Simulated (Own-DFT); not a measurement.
# Shaking the atoms of grey tin, 64 atoms (Sn64)

All numbers below are calculated, not measured. They come from Own-DFT, an in-house plane-wave density functional program, since retired, whose code no person has reviewed. Each row is one single-point run on a periodic cell that was not relaxed, without spin or spin-orbit coupling.

Settings of every run: PBE; PseudoDojo norm-conserving scalar-relativistic files; cutoff 42 hartree; 3 x 3 x 3 k mesh centred on Gamma; cold (Marzari-Vanderbilt) smearing of 0.2 eV.

Known limits: forces on such cells moved up to 12 meV/angstrom on a denser k mesh; stress not checked against mesh or cutoff.

Cell vectors in Å: (12.978, 0.000, 0.000); (0.000, 12.978, 0.000); (0.000, 0.000, 12.978). In each run every atom was moved at random and independently from its ideal site; u is the rms move along one axis. E is the free energy for each atom above the fitted value at u = 0, and F the rms of the force components.

```
run,u (Å),E (meV/atom),F (eV/Å),largest force (eV/Å),P (GPa)
1,0.0189,5.2,0.214,0.76,3.38
2,0.0194,5.2,0.213,0.77,3.38
3,0.0218,7.3,0.258,0.85,3.40
4,0.0449,27.3,0.514,2.00,3.58
5,0.0482,32.0,0.554,1.78,3.64
6,0.0530,?,?,?,?
7,0.0923,112.0,1.087,3.79,4.38
8,0.1028,169.3,1.416,4.78,4.99
9,0.1483,267.5,1.765,8.80,5.80
```

## Worked fit

For small independent moves the energy grows as E = (3/2) K u², with K the mean stiffness felt by one atom. The runs with u up to 0.11 Å give K = 9.5 ± 0.4 eV/Å², with residuals divided by u² + 0.0006 Å², since the noise grows with the moves. The scatter is 3.0 meV/atom at u = 0.05 Å. The forces follow F = G u with G = 11.8 eV/Å²; no force at u = 0 is resolved. G exceeds K because the moves of its neighbours add to the force on an atom, and stiffness differs between atoms. At u = 0.148 Å the parabola gives 314 meV/atom and the run 268. The pressure follows P = 3.31 + 146 u² GPa: at fixed volume, shortened bonds push harder than stretched ones pull.

## Withheld run

Question: what energy and rms force should run 6 give?

The fit gives 40 ± 4 meV/atom and about 0.62 eV/Å. The calculation gave 32.1 meV/atom and 0.540 eV/Å.
